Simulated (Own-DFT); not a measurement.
GaP (zincblende, strongly disordered by large displacements) (calculated)

All values are calculated (Own-DFT development build). A calculation, not a measurement: plane-wave PBE density functional theory by an unreviewed code, no spin, of a simulated periodic cell, stress positive in tension, free energy of the whole cell less one offset for each atom, forces on such cells passed a denser k mesh, this cell's mesh not checked; broken bonds can close the gap or carry spin, so checks made on this kind of crystal may not hold here; offsets are fitted by least squares, one for each functional and potential file, so energies compare only between cells with the same atoms and settings and are not formation energies; the far tail of each file's local potential was reset to the Coulomb form; each entry is a single point on an unrelaxed cell, so the pressure reflects the starting lattice, mostly measured values (interpolated for alloys), from which strain is counted, and rises with the displacements; printed positions are rounded, which can move forces by about a meV/angstrom; the program, named Own-DFT, is a retired in-house code; no spin-orbit coupling.

GaP (zincblende, strongly disordered by large displacements)

```cif
# cell vector a (Å): 10.9010 0.0000 0.0000
# cell vector b (Å): 0.0000 10.9010 0.0000
# cell vector c (Å): 0.0000 0.0000 10.9010
data_GaP
_symmetry_space_group_name_H-M 'P 1'
_symmetry_Int_Tables_number 1
_cell_length_a 10.9010
_cell_length_b 10.9010
_cell_length_c 10.9010
_cell_angle_alpha 90.000
_cell_angle_beta 90.000
_cell_angle_gamma 90.000
_cell_volume 1295.39
loop_
_atom_site_label
_atom_site_type_symbol
_atom_site_fract_x
_atom_site_fract_y
_atom_site_fract_z
_atom_site_occupancy
Ga1 Ga 0.02441 0.95595 0.98845 1
Ga2 Ga 0.94930 0.26546 0.24568 1
Ga3 Ga 0.24517 0.99393 0.18147 1
Ga4 Ga 0.21486 0.24782 0.01945 1
P1 P 0.14981 0.13176 0.13509 1
P2 P 0.16002 0.40279 0.36302 1
P3 P 0.37804 0.15297 0.35689 1
P4 P 0.35077 0.39861 0.18236 1
Ga5 Ga 0.96146 0.01368 0.49085 1
Ga6 Ga 0.01160 0.24857 0.79680 1
Ga7 Ga 0.29575 0.04268 0.71911 1
Ga8 Ga 0.25032 0.24873 0.51515 1
P5 P 0.11847 0.14243 0.64302 1
P6 P 0.13668 0.39040 0.82993 1
P7 P 0.33116 0.14018 0.89531 1
P8 P 0.38290 0.38163 0.61028 1
Ga9 Ga 0.99064 0.54196 0.00218 1
Ga10 Ga 0.02556 0.75740 0.20350 1
Ga11 Ga 0.20977 0.50506 0.19794 1
Ga12 Ga 0.23859 0.71699 0.97172 1
P9 P 0.14404 0.61435 0.07758 1
P10 P 0.17190 0.88943 0.35094 1
P11 P 0.40377 0.65061 0.35911 1
P12 P 0.36368 0.87634 0.12699 1
Ga13 Ga 0.98037 0.47097 0.50066 1
Ga14 Ga 0.99846 0.77762 0.78861 1
Ga15 Ga 0.23453 0.52697 0.75544 1
Ga16 Ga 0.22644 0.75188 0.51179 1
P13 P 0.11152 0.63563 0.58061 1
P14 P 0.12583 0.87597 0.86522 1
P15 P 0.38750 0.59757 0.84449 1
P16 P 0.39629 0.82680 0.61127 1
Ga17 Ga 0.52342 0.02751 0.99973 1
Ga18 Ga 0.47754 0.28289 0.21226 1
Ga19 Ga 0.80228 0.00896 0.27231 1
Ga20 Ga 0.80652 0.23012 0.03038 1
P17 P 0.64343 0.12946 0.17660 1
P18 P 0.55549 0.39955 0.35307 1
P19 P 0.84086 0.16541 0.34270 1
P20 P 0.91119 0.40768 0.08407 1
Ga21 Ga 0.46541 0.98349 0.48761 1
Ga22 Ga 0.48340 0.28169 0.72410 1
Ga23 Ga 0.79093 0.04070 0.76379 1
Ga24 Ga 0.75467 0.26019 0.50782 1
P21 P 0.55223 0.13254 0.65726 1
P22 P 0.64122 0.42336 0.90855 1
P23 P 0.93362 0.10045 0.84790 1
P24 P 0.87198 0.34651 0.62304 1
Ga25 Ga 0.50806 0.52238 0.99095 1
Ga26 Ga 0.47606 0.79128 0.23376 1
Ga27 Ga 0.73690 0.48849 0.25266 1
Ga28 Ga 0.77928 0.73067 0.99065 1
P25 P 0.59305 0.64192 0.22469 1
P26 P 0.68544 0.87837 0.33564 1
P27 P 0.83522 0.67207 0.38856 1
P28 P 0.89052 0.84417 0.12805 1
Ga29 Ga 0.52168 0.49578 0.49580 1
Ga30 Ga 0.52265 0.75856 0.77873 1
Ga31 Ga 0.75995 0.47893 0.74780 1
Ga32 Ga 0.68027 0.77220 0.49291 1
P29 P 0.57783 0.60770 0.62140 1
P30 P 0.67817 0.82043 0.83738 1
P31 P 0.89351 0.64434 0.84033 1
P32 P 0.84786 0.86722 0.61387 1
```

Settings of this run: functional PBE, potential files PseudoDojo norm-conserving, scalar-relativistic, standard set, wave cutoff 42 hartree, occupations Fermi-Dirac, smearing width 0.1 eV, hardware one NVIDIA H100 and k mesh 3 x 3 x 3 centred on Gamma.

It finds free energy of cell above offsets 37.064 eV; pressure 17.6 GPa; stress xx -18.22 GPa; stress yy -21.21 GPa; stress zz -13.37 GPa; stress yz 2.57 GPa; stress xz -0.32 GPa; stress xy -1.33 GPa; wall time 585.8 s.

Force:
```tsv
element	x (eV/Å)	y (eV/Å)	z (eV/Å)
Ga	-3.75	3.672	5.562
Ga	6.992	4.735	-3.863
Ga	0.251	-0.638	5.324
Ga	2.567	6.445	-4.622
P	-9.621	1.551	2.767
P	-2.768	-1.329	1.929
P	-0.628	-1.831	0.837
P	-0.207	0.799	-4.473
Ga	1.522	-0.177	0.221
Ga	1.995	5.54	-3.755
Ga	-0.166	-1.404	-0.708
Ga	0.251	0.087	-1.506
P	-0.165	-1.102	-1.951
P	-1.43	-1.799	4.637
P	3.292	-0.183	-0.417
P	-4.081	3.925	-2.242
Ga	0.025	2.794	-6.218
Ga	5.875	-3.004	5.116
Ga	-1.381	-0.224	5.759
Ga	5.623	5.669	-5.083
P	-4.263	2.458	2.291
P	-2.505	-0.608	0.612
P	-0.714	-1.012	0.694
P	1.401	-1.618	-8.735
Ga	1.049	1.932	-2.005
Ga	-0.772	1.216	-6.662
Ga	-0.056	1.847	-5.428
Ga	4.31	3.986	-3.516
P	-4.323	-4.691	4.57
P	9.746	0.302	-2.25
P	1.138	3.148	1.965
P	-0.404	1.472	0.902
Ga	-0.808	-0.159	0.064
Ga	5.369	-6.987	0.732
Ga	0.56	-4.993	-4.672
Ga	-1.353	-0.502	-0.651
P	-0.493	0.687	-2.373
P	4.905	-3.892	-4.249
P	-1.626	2.308	7.394
P	-4.136	-5.73	4.554
Ga	0.687	1.571	-0.849
Ga	0.291	2.576	6.881
Ga	-7.647	-3.72	-5.044
Ga	-5.131	-1.984	-2.187
P	5.043	-6.572	-2.826
P	3.035	-4.314	-1.844
P	1.236	-3.4	7.481
P	2.803	1.495	3.931
Ga	-2.451	1.697	3.94
Ga	3.022	0.435	3.765
Ga	1.137	0.219	0.681
Ga	-1.295	-0.612	1.254
P	0.748	-2.502	-1.605
P	-4.238	-0.95	-0.922
P	1.861	-2.322	-1.147
P	-5.014	5.295	-3.2
Ga	-4.211	0.196	0.886
Ga	-6.37	-2.477	-2.425
Ga	-0.782	1.548	-0.671
Ga	-0.042	-2.458	4.157
P	4.624	4.795	4.513
P	4.849	4.386	2.096
P	-3.665	-6.67	1.615
P	0.29	1.076	0.967
```
